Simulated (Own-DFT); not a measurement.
# How HSE06 shifts the pressure of alpha-quartz SiO2, 70 atoms (O46Si24), with two O vacancies

These are calculations. Each geometry was run twice at fixed positions with Own-DFT, a retired in-house plane-wave program that no person has reviewed: with PBE, and with HSE06 (exact exchange share 0.25 at short range, screening 0.11 per bohr, Gygi-Baldereschi treatment of its divergence). Both used PseudoDojo norm-conserving files made for PBE, a cutoff of 48 hartree, the Gamma point alone, fixed occupations, a neutral cell and no spin. The unstrained cell is 8.5 Å across at its thinnest, so Gamma alone is coarse and defects feel their images. The oxygen file's force components were 24 meV/Å off all-electron values in a glass.

Unstrained cell vectors in Å: (9.827, 0.000, 0.000); (-4.913, 8.510, 0.000); (0.000, 0.000, 10.810), volume V0 = 904.1 Å³, from measured lattice constants. Each geometry has its own random strain of a few per cent, its own defect sites and random moves of rms u per axis. HSE06 gave the energy alone. D is its energy less that of PBE, over the lowest D shown. The PBE stress wasn't checked against mesh or cutoff.

```
run,V - V0 (Å³),u (Å),P with PBE (GPa),D (eV)
1,-4.5,0.0306,8.71,0.558
2,2.3,0.0300,6.68,0.697
3,-14.9,0.0293,10.01,0.323
4,-8.6,0.0316,9.12,0.443
5,-8.4,0.0280,8.66,0.416
6,5.8,0.0317,6.59,0.747
7,2.6,0.0291,7.00,0.623
8,21.8,0.0318,3.16,1.261
9,-17.6,0.0299,11.25,0.176
10,-14.1,0.0293,10.72,0.232
11,-10.0,0.0322,9.29,0.493
12,27.0,0.0294,2.19,1.357
13,-24.2,0.0282,12.77,0.000
14,-9.9,0.0296,9.93,?
```

## Analysis

D = 0.65 + 0.0260 (V - V0) eV, with an error of 0.0011 on the volume slope and a scatter of 0.05 eV. Pressure is -dE/dV, and 1 eV/Å³ is 160.2 GPa, so HSE06 changes the pressure by -4.2 ± 0.2 GPa. Turning this into a change of volume would need the relaxed stiffness: quartz yields by tilting its tetrahedra, which these fixed-ion runs don't allow.

## The run left out

Question: what D should run 14 give?

The fitted form gives 0.39 eV, with rows scattering by 0.05. The hidden result is 0.320 eV.
